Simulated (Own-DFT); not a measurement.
# Response to strain: 4H SiC, 72 atoms (C36Si36)

All numbers below are calculated, not measured. The program, named Own-DFT, is a retired in-house plane-wave density functional code that no person has reviewed. Each row is one single-point run on a periodic cell that was not relaxed, without spin or spin-orbit coupling.

Settings of every run: PBE; PseudoDojo norm-conserving scalar-relativistic files; cutoff 42 hartree; 4 x 4 x 3 k mesh centred on Gamma; Fermi-Dirac smearing of 0.1 eV.

Known limits: forces on such cells passed a denser k mesh, each cell not checked; stress not checked against mesh or cutoff.

Unstrained cell vectors in Å: (9.248, 0.000, 0.000); (-4.624, 8.009, 0.000); (0.000, 0.000, 10.068). The unstrained cell has measured lattice constants (interpolated for alloys), not those of this functional. That, the random moves and any unrelaxed bonds set the pressure at no strain. Each run strains this cell uniformly, with the atoms carried along. Every atom was also moved at random, by a Gaussian of width 0.05 Å on each axis. Strain is the symmetric tensor, in per cent. Stress is positive in tension, and the pressure is minus a third of its trace.

| run | e_xx (%) | e_yy (%) | e_zz (%) | e_yz (%) | e_xz (%) | e_xy (%) | s_xx (GPa) | s_yy (GPa) | s_zz (GPa) | s_yz (GPa) | s_xz (GPa) | s_xy (GPa) | P (GPa) | E (meV/atom) |
|---|---|---|---|---|---|---|---|---|---|---|---|---|---|---|
| 1 | 1.92 | 0.51 | -0.85 | -0.28 | -0.36 | 0.40 | 5.88 | 0.58 | -11.89 | -0.24 | -1.55 | 2.54 | 1.81 | 6.7 |
| 2 | 1.17 | 0.61 | 0.71 | 1.12 | -1.34 | 1.80 | 1.95 | -0.28 | -0.56 | 3.72 | -4.01 | 7.65 | -0.37 | 3.0 |
| 3 | -0.01 | -1.50 | 1.87 | -1.68 | 1.73 | 1.73 | -5.53 | -12.36 | 3.49 | -5.60 | 5.96 | 7.84 | 4.80 | 32.5 |
| 4 | -0.27 | 0.74 | -1.22 | -0.36 | 0.12 | -1.47 | -6.53 | -1.62 | -13.36 | -0.13 | 0.85 | -6.95 | 7.17 | 20.1 |
| 5 | 1.43 | -0.81 | 1.98 | -0.23 | -1.02 | 0.94 | 1.37 | -6.70 | 6.39 | -0.15 | -4.38 | 2.26 | -0.35 | 18.7 |
| 6 | 0.06 | -0.75 | 1.66 | -1.94 | -1.81 | -1.95 | -3.74 | -9.52 | 1.52 | -6.10 | -6.25 | -9.85 | 3.91 | 42.8 |
| 7 | 1.86 | -0.88 | 1.31 | 1.91 | -0.49 | -1.88 | 4.34 | -7.61 | 2.13 | 6.39 | -1.90 | -8.14 | 0.38 | 15.4 |
| 8 | 0.93 | -0.74 | -1.92 | -0.76 | 0.17 | -0.68 | -0.04 | -11.58 | -16.70 | -2.85 | 0.24 | -3.10 | 9.44 | 24.4 |
| 9 | -1.26 | 0.24 | -1.20 | -1.58 | -1.45 | 1.76 | -11.33 | -7.12 | -14.47 | -6.90 | -4.77 | 7.70 | 10.97 | 45.6 |
| 10 | -0.31 | -0.59 | 1.59 | -0.24 | 0.96 | -1.71 | -6.31 | -9.43 | 3.52 | -0.17 | 3.10 | -6.91 | 4.07 | 23.6 |
| 11 | -0.14 | 1.24 | 0.13 | 1.41 | -1.40 | -1.02 | -2.30 | 1.63 | -8.27 | 4.62 | -4.23 | -3.43 | 2.98 | 31.3 |
| 12 | 0.26 | 0.65 | 0.19 | -0.19 | -0.01 | -0.65 | -2.41 | -0.55 | -4.42 | -0.45 | 0.10 | -1.92 | 2.46 | 0.0 |
| 13 | 0.88 | 0.27 | -0.02 | -1.20 | 1.58 | 0.87 | -2.22 | -2.26 | -3.96 | -3.82 | 5.89 | 5.25 | 2.81 | 17.0 |
| 14 | 0.88 | -0.05 | 1.91 | -0.29 | -1.87 | -1.40 | 0.42 | -3.39 | 4.69 | -1.03 | -6.67 | -6.32 | -0.57 | 12.2 |
| 15 | -0.52 | -0.64 | 1.20 | -1.97 | 0.29 | -0.88 | -8.46 | -5.58 | -0.29 | -5.95 | 2.10 | -4.20 | 4.78 | 7.5 |
| 16 | 1.41 | -1.05 | -0.68 | 0.99 | 1.29 | 0.06 | 1.72 | -7.61 | -12.38 | 3.03 | 4.18 | 0.87 | 6.09 | 23.4 |
| 17 | 0.83 | 0.17 | 1.35 | 1.04 | -0.21 | -0.52 | ? | ? | ? | ? | ? | ? | ? | ? |

E is the free energy for each atom above the lowest run shown.

## Worked fit

Each stress component was fitted by least squares to a constant and the strains of the runs shown, as fractions, with shears doubled. Shear strains stay in the fit of a normal stress only where such slopes are resolved. The slopes, in GPa:

```
stress  at no strain  per e_xx  per e_yy  per e_zz  scatter
  s_xx          -4.6  508 ± 30   97 ± 38   18 ± 23     1.07
  s_yy          -5.2  135 ± 42  569 ± 53   65 ± 32     1.47
  s_zz          -6.8   60 ± 41   29 ± 53  594 ± 32     1.46
```

Each shear stress against twice its own strain: yz 156 ± 7, xz 178 ± 6, xy 218 ± 7 GPa. These are stiffnesses along x, y and z of the frame in which the cell vectors are given, which need not be the crystal's axes. The atoms are held to the strained lattice; where symmetry lets them move under strain, relaxing them would lower some slopes. The table should be nearly symmetric about its diagonal, and what it lacks of that shows the noise. A ninth of its sum, 230 ± 6 GPa, estimates the bulk modulus near the mean pressure of these runs, 3.8 GPa, so it lies above the value at zero pressure.

## Withheld run

Question: what normal stresses and pressure should run 17 give?

The fit gives s_xx = 0.0, s_yy = -2.2, s_zz = 1.8 and P = 0.1 GPa. The calculation gave 1.40, -2.29, 2.14 and P = -0.42 GPa.
